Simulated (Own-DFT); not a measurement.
# Response to strain: wurtzite AlGaN with randomly placed atoms, 72 atoms (Al9Ga27N36)

Calculated results; nothing here was measured. They come from Own-DFT, an in-house plane-wave density functional program, since retired, whose code no person has reviewed. Each row is one single-point run on a periodic cell that was not relaxed, without spin or spin-orbit coupling.

Settings of every run: PBE; PseudoDojo norm-conserving scalar-relativistic files (stringent for Ga); cutoff 96 hartree; 4 x 4 x 3 k mesh centred on Gamma; Gaussian smearing of 0.01 eV.

Known limits: forces on such cells passed a denser k mesh, each cell not checked; stress not checked against mesh or cutoff.

Unstrained cell vectors in Å: (9.509, 0.000, 0.000); (-4.755, 8.235, 0.000); (0.000, 0.000, 10.268). The unstrained cell has measured lattice constants (interpolated for alloys), not those of this functional. That, the random moves and any unrelaxed bonds set the pressure at no strain. Each run strains this cell uniformly, with the atoms carried along. Every atom was also moved at random, by a Gaussian of width 0.05 Å on each axis. The random placing of the alloy's atoms differs from row to row. Strain is the symmetric tensor, in per cent. Stress is positive in tension, and the pressure is minus a third of its trace.

| run | e_xx (%) | e_yy (%) | e_zz (%) | s_xx (GPa) | s_yy (GPa) | s_zz (GPa) | P (GPa) | E (meV/atom) |
|---|---|---|---|---|---|---|---|---|
| 1 | 2.75 | 2.75 | 0.00 | 5.93 | 4.36 | -3.73 | -2.18 | 33.8 |
| 2 | 3.00 | 3.00 | 0.00 | 6.69 | 6.44 | -3.48 | -3.22 | 32.6 |
| 3 | -0.75 | -0.75 | 0.00 | -12.62 | -10.87 | -8.48 | 10.66 | 40.7 |
| 4 | -1.75 | -1.75 | 0.00 | -18.61 | -14.61 | -11.15 | 14.79 | 49.1 |
| 5 | 1.50 | 1.50 | 0.00 | 0.87 | 1.71 | -5.38 | 0.93 | 0.0 |
| 6 | -2.75 | -2.75 | 0.00 | -26.83 | -24.56 | -10.88 | 20.76 | 88.5 |
| 7 | 1.00 | 1.00 | 0.00 | -1.34 | -2.52 | -5.90 | 3.25 | 21.2 |
| 8 | -1.50 | -1.50 | 0.00 | -16.89 | -14.40 | -9.39 | 13.56 | 37.4 |
| 9 | 2.25 | 2.25 | 0.00 | ? | ? | ? | ? | ? |

E is the free energy for each atom above the lowest run shown.

## Worked fit

The change of volume is close to e_xx + e_yy + e_zz. A straight line through the runs shown gives P = 8.16 - 201 x (fractional change of volume) GPa, with an error of 9 on the slope and a scatter of 1.09 GPa. The strain isn't the same on all axes and the cell isn't cubic, so the slope belongs to this path and is not the bulk modulus.

## Withheld run

Question: what pressure should run 9 give? Its volume changes by 4.55 %.

The line gives -1.0 GPa. The calculation gave -0.80 GPa.
